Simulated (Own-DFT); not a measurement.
# Stretching a layer in its plane: wurtzite GaN, 72 atoms (Ga36N36)

Source: density functional calculations with Own-DFT, an unreviewed in-house program that is no longer used. Nothing was measured or relaxed, and spin and spin-orbit coupling are left out.

Common settings: PBE; PseudoDojo norm-conserving scalar-relativistic files (stringent for Ga); cutoff 96 hartree; 4 x 4 x 3 k mesh centred on Gamma; Gaussian smearing of 0.01 eV.

Keep in mind: forces not confirmed at this smearing and k mesh; stress not checked against mesh or cutoff.

Unstrained cell vectors in Å: (9.567, 0.000, 0.000); (-4.784, 8.285, 0.000); (0.000, 0.000, 10.370). The unstrained cell has measured lattice constants (interpolated for alloys), not those of this functional. That, the random moves and any unrelaxed bonds set the pressure at no strain. Each run strains x and y alike by e, as a substrate would, and holds the height along z. Each coordinate of each atom was shifted by a normal deviate of width 0.05 Å. Stress is positive in tension.

| e (%) | u (Å) | (s_xx + s_yy)/2 (GPa) | s_zz (GPa) |
|---|---|---|---|
| -3.00 | 0.050 | -26.28 | -12.34 |
| -2.50 | 0.047 | -20.89 | -12.14 |
| -2.25 | 0.049 | -19.44 | -11.75 |
| -1.75 | 0.049 | ? | ? |
| -0.25 | 0.050 | -8.41 | -7.71 |
| 1.00 | 0.050 | -1.96 | -5.09 |
| 1.50 | 0.048 | 0.33 | -5.30 |
| 2.25 | 0.051 | 3.97 | -5.60 |
| 2.50 | 0.049 | 5.19 | -5.16 |
| 2.75 | 0.051 | 5.10 | -3.83 |

## Analysis

With e as a fraction, the in-plane stress is -6.7 + 528 e - 3017 e² GPa (errors 11 and 868, scatter 0.73), and s_zz is -8.0 + 147 e GPa (slope ± 13, scatter 0.82). At e = 0 the first slope is C11 + C12 and the second 2 C13, both with the ions held to the strained lattice and at the cell's own pressure. The term in e² is negative: the layer stiffens under compression and softens under tension. A free layer would change its height as e changes, and the in-plane slope would drop by 2 C13²/C33 to the biaxial modulus. At fixed height, a misfit of 1 % moves the in-plane stress by about 5.3 GPa and s_zz by 1.5 GPa.

## Check

Question: what are the two stresses at e = -1.75 %?

From the fit: -16.8 and -10.6 GPa. The calculation gave -17.42 and -10.02 GPa.
